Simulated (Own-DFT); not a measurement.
# A layer strained by its substrate: wurtzite AlGaN with randomly placed atoms, 72 atoms (Al27Ga9N36)

The numbers are computed, not measured, by runs of the plane-wave DFT program Own-DFT (in-house, retired, unreviewed) at fixed positions, with no spin and no spin-orbit coupling.

Method: PBE; PseudoDojo norm-conserving scalar-relativistic files (stringent for Ga); cutoff 96 hartree; 4 x 4 x 3 k mesh centred on Gamma; Gaussian smearing of 0.01 eV.

Keep in mind: forces on such cells passed a denser k mesh, each cell not checked; stress not checked against mesh or cutoff.

Unstrained cell vectors in Å: (9.394, 0.000, 0.000); (-4.697, 8.135, 0.000); (0.000, 0.000, 10.066). The unstrained cell has measured lattice constants (interpolated for alloys), not those of this functional. That, the random moves and any unrelaxed bonds set the pressure at no strain. Each run strains x and y alike by e, as a substrate would, and holds the height along z. Random moves of width 0.05 Å per axis were added to every atom. The random placing of the alloy's atoms differs from row to row. Stress is positive in tension.

| e (%) | u (Å) | (s_xx + s_yy)/2 (GPa) | s_zz (GPa) |
|---|---|---|---|
| -3.00 | 0.044 | -24.39 | -12.58 |
| -2.00 | 0.050 | -19.68 | -8.66 |
| -1.75 | 0.048 | -15.91 | -11.38 |
| -1.50 | 0.054 | ? | ? |
| -0.75 | 0.053 | -11.75 | -7.99 |
| -0.25 | 0.051 | -8.24 | -5.09 |
| 0.50 | 0.047 | -2.95 | -6.01 |
| 0.75 | 0.050 | -1.89 | -4.63 |
| 2.00 | 0.047 | 4.46 | -4.42 |
| 2.25 | 0.046 | 5.94 | -4.71 |

## What the rows give

With e as a fraction, the in-plane stress is -6.6 + 580 e - 828 e² GPa (errors 17 and 1038, scatter 0.82), and s_zz is -6.9 + 154 e GPa (slope ± 28, scatter 1.42). At e = 0 the first slope is C11 + C12 and the second 2 C13, both with the ions held to the strained lattice and at the cell's own pressure. A free layer would change its height as e changes, and the in-plane slope would drop by 2 C13²/C33 to the biaxial modulus. At fixed height, a misfit of 1 % moves the in-plane stress by about 5.8 GPa and s_zz by 1.5 GPa.

## Check

The question: what are the two stresses at e = -1.50 %?

The fitted form gives -15.5 and -9.2 GPa. Computed: -16.60 and -8.41 GPa.
